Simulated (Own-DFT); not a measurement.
# Which arrangement is lower? As32Ga32, 64 atoms

All numbers below are calculated, not measured. They come from Own-DFT, an in-house plane-wave density functional program, since retired, whose code no person has reviewed. Each row is one single-point run on a periodic cell that was not relaxed, without spin or spin-orbit coupling.

Settings of every run: PBE; PseudoDojo norm-conserving scalar-relativistic files; cutoff 42 hartree; 3 x 3 x 3 k mesh centred on Gamma; Fermi-Dirac smearing of 0.1 eV.

Known limits, some of them of some rows only: not probed for a lower state with spin; forces on such cells failed a check on a denser k mesh; forces not confirmed at this smearing and k mesh; stress not checked against mesh or cutoff.

All cells hold the same atoms in the same cell, with vectors in Å (11.307, 0.000, 0.000); (0.000, 11.307, 0.000); (0.000, 0.000, 11.307). Every atom was moved at random from its ideal site; u is the rms move along one axis. The defect's site can differ from row to row. E is the free energy of the cell above the lowest run. The arrangements:

- A: zincblende GaAs
- B: zincblende GaAs, with one As on a Ga site and one Ga on an As site, 2.4 Å apart

| arrangement | u (Å) | E (eV) | P (GPa) |
|---|---|---|---|
| A | 0.0184 | 0.000 | 3.51 |
| A | 0.0193 | 0.046 | 3.52 |
| A | 0.0201 | 0.110 | 3.53 |
| A | 0.0477 | 1.877 | 3.92 |
| A | 0.0512 | 2.304 | 3.97 |
| A | 0.0525 | 2.619 | 4.07 |
| B | 0.0275 | 2.903 | 3.87 |
| B | 0.0307 | 3.328 | 4.01 |
| B | 0.0325 | 3.284 | 3.98 |
| B | 0.0486 | 4.673 | 4.26 |
| B | 0.0508 | 4.857 | 4.35 |
| B | 0.0510 | 4.286 | 4.19 |

Question: once the cost of the random moves is taken out, how do the arrangements rank?

## Worked answer

Fit E = a + b u², with one b for all and one a for each arrangement, and with residuals divided by u², since the noise grows with the moves. Then b = 990 eV/Å², the scatter at u = 0.04 Å is 0.17 eV, and against A:

- B: 2.55 ± 0.07 eV (higher)

These are energies of unrelaxed cells. Relaxing the atoms lowers the strained arrangements most, so the gaps would shrink and small ones could change sign.
